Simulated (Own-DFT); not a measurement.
# Wall times of self-consistent runs

Wall times of single-point runs (energy, forces and, in most, stress) with one build of Own-DFT, an in-house plane-wave density functional program, since retired. Each ran alone on one NVIDIA H200 card, with norm-conserving files, no spin and no use of crystal symmetry. The k points are those left after time reversal, where it was used. Plane waves for each k point are estimated as V (2 E)^(3/2) / (6 π²) in atomic units.

| cell | atoms | valence electrons | cutoff (hartree) | volume (Å³) | k mesh | k points | plane waves | time (s) |
|---|---|---|---|---|---|---|---|---|
| In4P4 | 8 | 72 | 36 | 202 | 5x5x5 | 63 | 14100 | 106 |
| Ga4P4 | 8 | 72 | 42 | 162 | 5x5x5 | 63 | 14200 | 96 |
| In32P30 | 62 | 566 | 36 | 1617 | 3x3x3 | 14 | 112600 | 1088 |
| Ga24In8P32 | 64 | 576 | 42 | 1393 | 3x3x3 | 14 | 122200 | 1218 |
| GaIn31P32 | 64 | 576 | 42 | 1617 | 3x3x3 | 14 | 141900 | 1442 |
| Ga46P50 | 96 | 848 | 42 | 1943 | 2x3x3 | 10 | 170500 | 2012 |
| In49P47 | 96 | 872 | 36 | 2426 | 2x3x3 | 10 | 168900 | 2240 |
| Ga49P47 | 96 | 872 | 42 | 1943 | 2x3x3 | 10 | 170500 | 2255 |
| As32In30 | 62 | 870 | 42 | 1779 | 3x3x3 | 14 | 156100 | 2751 |
| As34In30 | 64 | 900 | 42 | 1779 | 3x3x3 | 14 | 156100 | 2293 |
| Ga47P49 | 96 | 856 | 42 | 1943 | 2x3x3 | 10 | 170500 | ? |

## Worked fit

Take the size N = k points x plane waves x valence electrons. A line through log(time) against log(N) has a slope of 0.95 ± 0.03 and a scatter of a factor 1.11. Part of the scatter may come from the number of self-consistent steps, which isn't shown. Times belong to this build alone.

## Withheld run

Question: how long should the last run take? Its N is 1.46e+09.

The line gives about 1955 s. It took 2210 s.
